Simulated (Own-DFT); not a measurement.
# Computed records: Al3GaAs4 (zincblende random alloy, strained, atoms displaced), Al3GaAs4 (zincblende random alloy, atoms displaced), Al3GaN4 (wurtzite random alloy, strained, atoms displaced)

All values are calculated (Own-DFT development build). A calculation, not a measurement: plane-wave PBE density functional theory by an unreviewed code, no spin, of a simulated periodic cell, stress positive in tension, free energy of the whole cell less one offset for each atom, forces on such cells passed a denser k mesh, this cell's mesh not checked; offsets are fitted by least squares, one for each functional and potential file, so energies compare only between cells with the same atoms and settings and are not formation energies; the far tail of each file's local potential was reset to the Coulomb form; each entry is a single point on an unrelaxed cell, so the pressure reflects the starting lattice, mostly measured values, from which strain is counted, and rises with the displacements; printed positions are rounded, which can move forces by about a meV/angstrom; the program is a retired in-house code; no spin-orbit coupling; before rounding, a Quantum ESPRESSO 7.3.1 run of the same cell and cutoff gave forces within 1 meV/angstrom rms on each cell, which checks the program and not the settings.

Settings shared by all entries: functional PBE; potential files PseudoDojo norm-conserving, scalar-relativistic, standard set; wave cutoff 42 hartree; occupations Fermi-Dirac; smearing width 0.1 eV.

(1) 
```xyz
64
Lattice="11.2710 -0.1621 -0.0272 -0.1621 11.2897 0.1175 -0.0272 0.1175 11.5064" Properties=species:S:1:pos:R:3:force_x:R:1:force_y:R:1:force_z:R:1 formula=Al3GaAs4 k_mesh=3_x_3_x_3_centred_on_Gamma free_energy_of_cell_above_offsets=-18.168 pressure=2.72 stress_xx=-3.18 stress_yy=-3.03 stress_zz=-1.96 stress_yz=2.48 stress_xz=-0.21 stress_xy=-2.34
Ga     0.0131     0.1473    11.4029      0.133     -0.351       0.57
Ga    11.1673     2.7116     2.8639      0.712     -0.313       0.16
Al     2.7871     0.0458     2.9812      0.096     -0.365     -1.445
Al     2.7931     2.8439     0.0754     -0.613      -0.94     -1.324
As     1.3846     1.4874     1.4571      -0.14     -0.707      0.263
As     1.2975     4.2548     4.4106     -0.041     -0.043     -0.527
As     4.1351     1.4450     4.3247       0.68      0.104      0.523
As     4.1423     4.1476     1.3815       0.18      0.641      1.689
Al    11.1974    -0.0006     5.6836      1.258     -1.363      0.544
Ga    11.1246     2.6759     8.6327      1.194      0.984      -1.11
Al     2.6014    11.3237     8.6888       1.16      0.061      0.476
Al     2.6746     2.8140     5.7551      0.756       0.22      0.135
As     1.4239     1.4461     7.2430     -1.131      0.287     -0.327
As     1.2944     4.2543    10.0686      0.135      0.435       0.06
As     4.2258     1.4607    10.1385     -1.203      0.092     -0.535
As     4.2080     4.2406     7.1339      -1.76     -0.639      1.142
Al    11.0883     5.5728    11.4593      1.102     -0.485      0.271
Ga    -0.0981     8.3893     2.8871      0.059      0.928     -0.074
Al     2.6858     5.5850     2.9020      0.366      0.432     -0.114
Al     2.6925     8.5254    11.5592     -0.036      0.393      0.238
As     1.2564     7.0137     1.4397      0.415     -0.386      -0.06
As     1.2758     9.8683     4.3686     -0.607     -0.208      0.942
As     4.1011     7.0711     4.3815     -0.261     -0.574      0.115
As     4.1269     9.8653     1.5446     -0.826      0.102      0.158
Ga    -0.0650     5.6847     5.8351     -0.082       0.65     -0.278
Al    11.0742     8.3897     8.6052      0.059      -0.49      0.749
Al     2.7168     5.7142     8.6388      0.314      -0.68      0.211
Al     2.6731     8.4176     5.9071      0.549      0.991       -0.9
As     1.3158     7.1274     7.3151     -0.796     -0.355      0.025
As     1.2513     9.9281    10.0680     -0.189     -0.222      0.656
As     4.0861     7.0779    10.1540     -0.223      -0.31      0.026
As     4.1305     9.9575     7.2795     -0.986     -0.812      0.447
Ga     5.6269     0.0902    11.4848      0.493      -0.63      0.113
Al     5.5689     2.8065     2.8812      0.113     -0.234     -0.191
Al     8.3667    -0.0685     2.8588      1.061     -0.656     -0.228
Al     8.4405     2.6972     0.0280     -0.201     -0.586     -0.492
As     7.0251     1.2973     1.5026     -0.379      0.917     -0.508
As     6.9996     4.2194     4.2610     -1.095     -1.609      1.965
As     9.8509     1.2538     4.2713     -0.957      0.779     -0.168
As     9.8390     4.0342     1.4242     -0.717      0.828      0.307
Ga     5.4779    11.2494     5.8603       0.27      0.428     -0.861
Ga     5.4991     2.8814     8.6612      0.678     -0.471     -0.241
Al     8.4235     0.0095     8.5918      -0.08     -0.706     -0.368
Al     8.4458     2.6828     5.7846      -0.18      0.335     -1.324
As     7.0265     1.3798     7.1366     -0.621      0.153      0.846
As     6.9593     4.2336    10.0978      0.106     -0.305      0.013
As     9.8443     1.3550     9.9643     -1.208     -0.283      1.489
As     9.7685     4.1239     7.1287      0.017      0.216      0.953
Al     5.4814     5.5719    11.5004      0.765      1.109      0.024
Al     5.5204     8.4864     3.0011     -0.237     -0.908     -0.945
Al     8.2924     5.4234     2.9017      1.668      1.815     -1.409
Al     8.3232     8.4893    11.5614     -0.105     -0.699      0.194
As     6.8922     6.9479     1.4977     -0.029     -0.042     -0.028
As     6.9080     9.7886     4.3704     -0.256       0.75      0.612
As     9.7915     6.9745     4.3304      -0.76     -0.787      0.289
As     9.6970     9.7472     1.5031      0.287      0.452      0.207
Al     5.4871     5.5241     5.7783      1.583       1.81      -0.87
Al     5.4155     8.5161     8.7903      0.998     -0.058      -0.66
Al     8.3167     5.5680     8.5987      0.465      0.223      0.079
Al     8.3359     8.4615     5.7327      0.465      -0.67      0.385
As     6.9968     7.0933     7.2659     -1.114     -0.237     -0.297
As     6.9188     9.8817    10.1845     -0.445      0.372     -0.163
As     9.7082     6.9286    10.1708      -0.55      0.946      -1.13
As     9.6919     9.8032     7.2638     -0.309       0.67     -0.295
```

Units: free_energy_of_cell_above_offsets in eV; pressure, stress_xx, stress_yy, stress_zz, stress_yz, stress_xz, stress_xy in GPa; force_x, force_y, force_z in eV/Å.

(2) 
```xyz
64
Lattice="11.3183 0.0000 0.0000 0.0000 11.3183 0.0000 0.0000 0.0000 11.3183" Properties=species:S:1:pos:R:3:force_x:R:1:force_y:R:1:force_z:R:1 formula=Al3GaAs4 k_mesh=3_x_3_x_3_centred_on_Gamma free_energy_of_cell_above_offsets=-13.708 pressure=4.18 stress_xx=-4.23 stress_yy=-4.11 stress_zz=-4.19 stress_yz=-0.69 stress_xz=0.23 stress_xy=0.24
Al     0.0787     0.0459    11.2024     -1.326      0.062      1.614
Al     0.0708     2.8269     2.9230      0.068     -0.165     -0.443
Al     2.7701    11.2891     2.7252     -0.815      0.541      0.726
Ga     2.7841     2.9835    11.2299      0.661     -2.003      1.718
As     1.3919     1.4742     1.3387      0.369      -0.24      0.223
As     1.4234     4.3575     4.2114     -0.298      -2.15      1.331
As     4.1688     1.3426     4.2354      0.043      0.188     -0.121
As     4.2179     4.0130     1.4041      0.689       2.33      0.185
Ga     0.0896     0.0303     5.5520     -0.715     -0.044      0.637
Al    11.2412     2.6844     8.5608      0.215      0.914     -0.641
Ga     2.7552     0.1218     8.5839      1.331     -0.514       0.06
Al     2.8395     2.7511     5.6811      -0.33      0.894     -0.397
As     1.4666     1.3621     7.1250     -1.263      0.863     -0.701
As     1.3914     4.1704    10.0359     -1.532      1.371     -2.906
As     4.1915     1.5911     9.9385     -0.454     -2.169      0.878
As     4.3307     4.1935     7.0563     -0.909     -1.232      0.335
Al    11.2921     5.6414    11.2649       0.04      0.904      0.474
Ga    11.2427     8.5693     2.9246      0.586     -0.996     -1.584
Al     2.9191     5.4757     2.9304      0.164      1.305     -2.167
Al     2.9182     8.5513     0.0091     -1.314     -0.219      0.288
As     1.3453     7.0729     1.3825      1.015      0.221      0.399
As     1.3409     9.8113     4.2173      1.332      1.163      0.156
As     4.1585     6.9927     4.2608      1.492      0.521     -0.002
As     4.2599     9.9730     1.4885     -0.537      0.151      -1.46
Ga    11.2396     5.6103     5.5616      0.996     -0.147      1.207
Al     0.0338     8.6472     8.5529     -0.825     -2.546     -0.924
Al     2.8975     5.4433     8.4767     -0.768      1.274      0.464
Al     2.7641     8.4420     5.5784      0.437      0.081      1.016
As     1.4353     6.9293     7.0043     -0.383      0.611      1.053
As     1.3477    10.0035     9.8275      1.573     -0.436      1.148
As     4.2097     7.1467     9.8938      0.619      -0.81     -0.577
As     4.1510     9.9926     7.1487      0.649     -0.883     -0.382
Al     5.6328     0.0238     0.0558      0.727       0.63     -0.667
Ga     5.5970     2.8472     2.9297      0.726     -0.441     -0.074
Al     8.5039     0.0013     2.7655     -0.741      0.243     -0.347
Al     8.6076     2.8531    11.2028     -1.892      2.507      2.325
As     7.1061     1.5983     1.3500     -0.053     -1.006      0.512
As     7.0559     4.4002     4.2312      0.131     -1.122     -0.035
As     9.9007     1.3741     4.1578      -0.18      0.769      1.072
As    10.0952     4.2070     1.4197     -1.595      0.151      0.247
Ga     5.6447     0.1060     5.7079      0.299      -0.54      0.338
Al     5.5370     2.6960     8.5048      1.599      1.549     -0.287
Ga     8.6626    11.2074     8.5013     -1.883      1.827      0.767
Al     8.4969     2.9634     5.6956     -1.364     -1.858     -1.776
As     7.1259     1.5307     7.1861       0.41     -1.025     -0.584
As     7.0377     4.2831     9.9358      0.226     -0.765     -0.694
As     9.7543     1.4457    10.0105      2.132     -2.266     -1.881
As     9.8043     4.2563     6.9401      2.109      0.422      2.092
Al     5.7061     5.7119    11.3028      -0.77      0.015      0.824
Al     5.6048     8.6035     2.7260      0.449     -1.423       1.91
Al     8.5070     5.7616     2.8720      0.627     -0.568     -0.732
Al     8.3520     8.4501    11.3021      0.795       0.61      1.076
As     7.0776     7.1525     1.5047     -0.589     -0.577     -0.363
As     7.0336     9.9616     4.1894       0.46     -0.273      0.938
As    10.0893     7.0205     4.1921     -2.287      0.962      0.689
As     9.9027     9.8366     1.4963     -0.318      0.693     -1.803
Al     5.6880     5.5408     5.7990     -0.832      0.852     -2.002
Al     5.8248     8.3813     8.3958     -1.428      1.026      0.484
Al     8.5439     5.5834     8.5026     -0.707      0.561      0.068
Al     8.6073     8.5134     5.8203     -1.652     -1.464      -2.31
As     7.0210     6.9300     6.9971      2.004      0.969      0.694
As     7.1713     9.8733     9.8509     -1.348      0.548      0.159
As     9.7529     7.0784    10.0239      1.389     -0.189     -1.382
As     9.8233     9.8856     7.1365      2.748      0.344     -0.862
```

Units: free_energy_of_cell_above_offsets in eV; pressure, stress_xx, stress_yy, stress_zz, stress_yz, stress_xz, stress_xy in GPa; force_x, force_y, force_z in eV/Å.

(3) 
```xyz
64
Lattice="11.3183 0.0000 0.0000 0.0000 11.3183 0.0000 0.0000 0.0000 11.3183" Properties=species:S:1:pos:R:3:force_x:R:1:force_y:R:1:force_z:R:1 formula=Al3GaAs4 k_mesh=3_x_3_x_3_centred_on_Gamma free_energy_of_cell_above_offsets=-20.176 pressure=2.95 stress_xx=-2.97 stress_yy=-2.94 stress_zz=-2.94 stress_yz=0.01 stress_xz=-0.21 stress_xy=-0.21
Ga    11.2965     0.0510     0.0041      0.077     -0.159     -0.391
Al    11.2946     2.8352     2.7838      0.123     -0.088      0.419
Al     2.8121    11.3145     2.8371      0.244     -0.102     -0.448
Al     2.8618     2.8277     0.0443      -0.31      0.105      -0.45
As     1.4173     1.4254     1.3956      0.016     -0.031      0.347
As     1.3874     4.2341     4.2535      0.192     -0.124     -0.151
As     4.2122     1.3543     4.2570      0.581      0.469     -0.073
As     4.2578     4.2394     1.3904     -0.082      0.104      0.653
Al     0.0184    11.2536     5.6373      -0.32      0.082      0.182
Al     0.0162     2.8200     8.4311     -0.188      0.325      0.695
Al     2.7988     0.0027     8.4968      0.437      0.232      0.338
Al     2.8220     2.7974     5.6521     -0.181     -0.006      0.012
As     1.3527     1.3946     7.1018      0.584     -0.258      -0.58
As     1.4228     4.2446     9.8992     -0.112     -0.351      0.258
As     4.2734     1.4523     9.9563     -0.097     -0.406     -0.494
As     4.2383     4.2270     7.0460     -0.173     -0.044      0.437
Al     0.0213     5.6734     0.0088     -0.135      0.018     -0.246
Ga    11.3170     8.4511     2.8214      0.014      0.508      0.112
Ga     2.8497     5.6838     2.8582     -0.049       -0.3      0.026
Al     2.8045     8.4734    11.3028      0.508     -0.252      0.202
As     1.4146     7.0828     1.4406      0.226     -0.221     -0.298
As     1.4843     9.8805     4.2489     -0.754     -0.054     -0.221
As     4.2518     7.0836     4.2814      0.169      0.005     -0.006
As     4.2547     9.8624     1.4043       -0.4      0.101       0.28
Al     0.0061     5.6250     5.6988     -0.216      0.428     -0.643
Al     0.0090     8.5248     8.5010      0.146     -0.353       0.28
Al     2.8091     5.6661     8.5321      0.295     -0.195      -0.51
Al     2.7806     8.4612     5.6731      0.593     -0.067      0.299
As     1.3965     7.0496     7.0866     -0.017      0.215       0.17
As     1.4639     9.8995     9.9547     -0.657      0.289     -0.419
As     4.2520     7.0638     9.8759     -0.099      0.131      0.365
As     4.2481     9.9240     7.0877     -0.602     -0.474       0.19
Ga     5.6584     0.0073     0.0883     -0.003     -0.171     -0.667
Al     5.7022     2.8583     2.8314     -0.704     -0.536      0.063
Ga     8.4703     0.0333     2.8002      0.466     -0.478      0.145
Al     8.4745     2.8167     0.0217      0.192      0.463     -0.439
As     7.0900     1.4330     1.4069     -0.166      0.079      0.228
As     7.0819     4.2001     4.2456      0.246      0.526      0.221
As     9.9092     1.4106     4.2656      0.324     -0.157     -0.373
As     9.9091     4.2759     1.4140     -0.054     -0.308     -0.299
Al     5.6381    11.2989     5.7506      0.383     -0.119     -1.196
Al     5.6949     2.8315     8.4805     -0.116     -0.241      -0.17
Ga     8.4623    11.2576     8.5162      0.111      0.316      0.107
Al     8.5257     2.8296     5.6452      -0.25     -0.259      0.234
As     7.1080     1.3445     7.0522      0.004      0.743      0.306
As     7.0436     4.2531     9.9062      0.382      0.022      0.074
As     9.8851     1.4559     9.8622     -0.006     -0.199       0.15
As     9.9186     4.2294     7.0703     -0.283      0.026     -0.037
Al     5.6333     5.6569     0.0214      0.206      0.167     -0.348
Al     5.6679     8.4618     2.8087      0.094      0.126      0.395
Al     8.5022     5.6366     2.8155     -0.323      0.101      0.159
Al     8.4621     8.5735    11.2787      0.499     -1.596      0.481
As     7.0604     7.0405     1.4266      0.333      0.277     -0.358
As     7.1183     9.8860     4.2226     -0.369     -0.014      0.543
As     9.8765     7.0859     4.1971      0.234     -0.401      0.817
As     9.9307     9.8683     1.3410     -0.123      0.516      0.701
Al     5.6673     5.6274     5.6821     -0.056      0.111     -0.257
Ga     5.6671     8.5023     8.4892     -0.319      0.022      0.112
Ga     8.5081     5.6665     8.4678     -0.471      -0.18      0.026
Al     8.5391     8.4652     5.7382     -0.572      -0.06     -0.852
As     7.0247     7.0986     7.0848      0.474     -0.408     -0.208
As     7.0803     9.8450     9.9307     -0.825      1.035     -0.246
As     9.8916     7.0423     9.8652      0.238      0.602      0.558
As     9.8731     9.8630     7.1174      0.641      0.466     -0.206
```

Units: free_energy_of_cell_above_offsets in eV; pressure, stress_xx, stress_yy, stress_zz, stress_yz, stress_xz, stress_xy in GPa; force_x, force_y, force_z in eV/Å.

(4) 
```xyz
72
Lattice="9.1589 0.0000 0.0000 -4.5795 7.9318 0.0000 0.0000 0.0000 10.0655" Properties=species:S:1:pos:R:3:force_x:R:1:force_y:R:1:force_z:R:1 formula=Al3GaN4 k_mesh=4_x_4_x_3_centred_on_Gamma free_energy_of_cell_above_offsets=-11.295 pressure=19.63 stress_xx=-23.97 stress_yy=-24.93 stress_zz=-9.99 stress_yz=-0.4 stress_xz=1.15 stress_xy=0.07
Al     0.1678     1.8110    10.0492     -5.586      1.154      1.314
Ga     1.4802     0.8863     2.4686      0.084     -0.889      2.662
N      0.0691     1.8651     1.9088      -2.85     -1.879      -1.21
N      1.4595     0.9232     4.4975      2.281     -0.689     -0.578
Al    -0.0288     1.7397     5.0081        0.9     -0.541      2.556
Al     1.6214     0.9127     7.6303     -1.888     -1.397     -1.644
N      0.0815     1.8139     7.0996     -0.086     -2.508     -3.224
N      1.4601     0.9657     9.4418      5.657     -3.684     -0.009
Al    -1.4828     4.4703    10.0269     -1.524     -4.085      1.642
Ga    -0.1025     3.5291     2.6111      1.064      1.599     -0.808
N     -1.6757     4.4282     1.9420      1.864      -0.55     -1.314
N      0.0616     3.4373     4.4922     -1.497       2.55      0.529
Al    -1.5456     4.3946     5.0371      1.026      0.298      1.225
Ga     0.0504     3.5553     7.4465     -0.746      0.084      2.517
N     -1.5257     4.3872     7.0397     -0.539      1.078      -2.43
N     -0.0393     3.5144     9.4769       1.33      1.509      0.296
Al    -2.9931     6.9668    10.0255     -1.629      1.691      1.036
Ga    -1.5634     6.1786     2.5744      0.405     -0.212     -0.079
N     -3.0413     7.0339     1.9584     -2.551     -0.331     -2.509
N     -1.5666     6.1971     4.4488      1.216     -1.383      1.074
Al    -3.0324     7.0519     5.0297      0.275      2.298      0.931
Al    -1.5195     6.1668     7.4807     -0.326     -0.099      1.175
N     -3.0664     6.9599     6.8714      0.308      1.394      2.344
N     -1.5292     6.0759     9.4969      1.041      3.923     -2.136
Al     3.1029     1.7899     0.0393      -0.43     -0.838      0.597
Al     4.6681     0.9007     2.5192     -2.697     -2.137      0.219
N      3.0260     1.6496     2.0070      2.984      3.273     -1.843
N      4.6102     0.8656     4.4092     -0.192      0.727      0.344
Al     3.1046     1.8366     5.0124     -1.635     -2.136     -0.659
Ga     4.5937     0.9097     7.4915     -0.521     -0.238      1.976
N      3.0218     1.7624     6.8604       0.92      1.155      0.677
N      4.6437     0.9342     9.5257     -1.145     -1.482      -0.75
Al     1.5075     4.4260     0.0114     -0.396     -0.168      0.323
Al     3.1184     3.6058     2.5038     -1.785     -2.544      0.981
N      1.5751     4.4413     1.9679     -0.651     -3.011     -2.021
N      3.0371     3.5397     4.4588      1.045      0.754     -1.224
Al     1.5354     4.3959     5.0445     -0.064      0.415     -0.037
Al     3.0971     3.5449     7.5127     -0.168     -1.065        0.7
N      1.5904     4.3592     6.9255      0.967      1.984     -0.746
N      3.0303     3.5300     9.4421     -0.486     -0.088     -0.324
Al     0.0779     6.9824     0.0358     -1.388      1.642      0.054
Ga     1.5371     6.1231     2.5335     -1.874      0.951      1.203
N     -0.0364     6.9590     1.9292       0.89      2.115     -0.945
N      1.6045     6.1503     4.4047     -3.802     -1.074      0.938
Al    -0.0784     7.0915     5.0203       1.74     -1.071      0.518
Al     1.5405     6.0894     7.6221      0.188      1.524      -2.08
N      0.0170     7.0697     6.9692      0.238     -1.777     -1.168
N      1.5454     6.2042     9.3900      0.535      -1.12       1.99
Al     6.1577     1.8303     9.9869      1.016     -1.642      1.863
Al     7.6579     0.8902     2.5750     -0.591     -0.068     -1.189
N      6.0471     1.7350     1.9069      2.954        1.9     -0.337
N      7.6193     0.8858     4.5190     -0.154      0.936     -1.924
Al     6.1145     1.7335     5.0744     -0.498     -0.123     -0.505
Ga     7.5994     0.9413     7.4373      2.371      -1.21      2.875
N      6.1081     1.8385     6.9277     -0.775     -2.864     -2.255
N      7.7223     0.9151     9.4619     -0.718      -0.11      0.672
Al     4.4850     4.4269    10.0462      1.285      0.142       0.62
Al     6.0908     3.5554     2.5750     -1.222     -1.715     -0.063
N      4.5584     4.4635     1.9063      0.825     -1.487     -0.548
N      6.1847     3.4345     4.5019     -2.057      1.721     -1.236
Al     4.5286     4.4022     5.0758      1.712      1.415     -0.794
Ga     6.0608     3.4446     7.5568      0.996      3.818      2.114
N      4.6155     4.4302     6.9234     -1.591     -0.959      -0.26
N      6.0073     3.5363     9.5070      1.059       1.56     -0.238
Al     3.1095     7.0440     0.0633     -2.335      2.528     -1.445
Al     4.5501     6.1231     2.4939      0.035      2.775      1.586
N      2.9078     7.0048     1.8490      4.509      2.417      0.948
N      4.6673     6.3018     4.5135     -2.923     -3.728     -2.627
Ga     2.9594     7.0648     5.0889       2.78     -0.378      0.432
Al     4.5606     6.0826     7.5822      0.307      2.884     -0.337
N      3.0572     7.0529     6.9494     -0.499      -1.39      1.273
N      4.4819     6.2044     9.4719      3.013     -1.547     -0.706
```

Units: free_energy_of_cell_above_offsets in eV; pressure, stress_xx, stress_yy, stress_zz, stress_yz, stress_xz, stress_xy in GPa; force_x, force_y, force_z in eV/Å.
